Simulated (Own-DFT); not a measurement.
# Biaxial strain at fixed height in wurtzite GaN, 72 atoms (Ga36N36)

Everything here is calculated. The program is Own-DFT (plane waves, in-house, since retired, never reviewed by a person); positions were held fixed, and spin and spin-orbit coupling were off.

Common settings: PBE; PseudoDojo norm-conserving scalar-relativistic files (stringent for Ga); cutoff 96 hartree; 4 x 4 x 3 k mesh centred on Gamma; Gaussian smearing of 0.01 eV.

Caveats: forces not confirmed at this smearing and k mesh; stress not checked against mesh or cutoff.

Unstrained cell vectors in Å: (9.567, 0.000, 0.000); (-4.784, 8.285, 0.000); (0.000, 0.000, 10.370). The unstrained cell has measured lattice constants (interpolated for alloys), not those of this functional. That, the random moves and any unrelaxed bonds set the pressure at no strain. Each run strains x and y alike by e, as a substrate would, and holds the height along z. Random moves of width 0.05 Å per axis were added to every atom. Stress is positive in tension.

| e (%) | u (Å) | (s_xx + s_yy)/2 (GPa) | s_zz (GPa) |
|---|---|---|---|
| -3.00 | 0.053 | -26.35 | -12.80 |
| -2.50 | 0.049 | -21.33 | -11.79 |
| -2.25 | 0.047 | -20.24 | -10.24 |
| -1.00 | 0.053 | -13.33 | -9.37 |
| -0.25 | 0.051 | -8.15 | -7.63 |
| 0.75 | 0.048 | -1.87 | -9.15 |
| 1.75 | 0.057 | ? | ? |
| 2.00 | 0.049 | 2.87 | -5.75 |
| 2.50 | 0.050 | 4.46 | -4.11 |
| 2.75 | 0.050 | 5.35 | -2.42 |

## Analysis

With e as a fraction, the in-plane stress is -6.6 + 537 e - 3576 e² GPa (errors 11 and 776, scatter 0.71), and s_zz is -8.0 + 148 e GPa (slope ± 19, scatter 1.18). At e = 0 the first slope is C11 + C12 and the second 2 C13, both with the ions held to the strained lattice and at the cell's own pressure. The term in e² is negative: the layer stiffens under compression and softens under tension. A free layer would change its height as e changes, and the in-plane slope would drop by 2 C13²/C33 to the biaxial modulus. At fixed height, a misfit of 1 % moves the in-plane stress by about 5.4 GPa and s_zz by 1.5 GPa.

## The run left out

The question: what are the two stresses at e = 1.75 %?

From the fit: 1.7 and -5.4 GPa. The hidden result is 1.40 and -6.72 GPa.
